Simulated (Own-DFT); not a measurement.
# Which arrangement is lower? In32P32, 64 atoms

Calculated results; nothing here was measured. The program, named Own-DFT, is a retired in-house plane-wave density functional code that no person has reviewed. Each row is one single-point run on a periodic cell that was not relaxed, without spin or spin-orbit coupling.

Settings of every run: PBE; PseudoDojo norm-conserving scalar-relativistic files; cutoff 36 hartree; 3 x 3 x 3 k mesh centred on Gamma; Fermi-Dirac smearing of 0.1 eV.

Known limits, some of them of some rows only: not probed for a lower state with spin; forces on such cells moved up to 12 meV/angstrom on a denser k mesh; stress not checked against mesh or cutoff.

All cells hold the same atoms in the same cell, with vectors in Å (11.737, 0.000, 0.000); (0.000, 11.737, 0.000); (0.000, 0.000, 11.737). Every atom was moved at random from its ideal site; u is the rms move along one axis. The defect's site can differ from row to row. E is the free energy of the cell above the lowest run. The arrangements:

- A: zincblende InP
- B: zincblende InP, with one In on a P site and one P on an In site, 2.5 Å apart

| arrangement | u (Å) | E (eV) | P (GPa) |
|---|---|---|---|
| A | 0.0192 | 0.000 | 3.21 |
| A | 0.0207 | 0.042 | 3.21 |
| A | 0.0212 | 0.044 | 3.21 |
| A | 0.0467 | 1.646 | 3.52 |
| A | 0.0474 | 1.608 | 3.52 |
| A | 0.0510 | 2.163 | 3.61 |
| B | 0.0302 | 4.434 | 3.64 |
| B | 0.0311 | 4.589 | 3.67 |
| B | 0.0314 | 4.777 | 3.67 |
| B | 0.0450 | 5.735 | 3.92 |
| B | 0.0534 | 6.004 | 3.89 |
| B | 0.0568 | 6.839 | 4.11 |

Question: once the cost of the random moves is taken out, how do the arrangements rank?

## Worked answer

Fit E = a + b u², with one b for all and one a for each arrangement, and with residuals divided by u², since the noise grows with the moves. Then b = 920 eV/Å², the scatter at u = 0.04 Å is 0.14 eV, and against A:

- B: 4.07 ± 0.06 eV (higher)

These are energies of unrelaxed cells. Relaxing the atoms lowers the strained arrangements most, so the gaps would shrink and small ones could change sign.
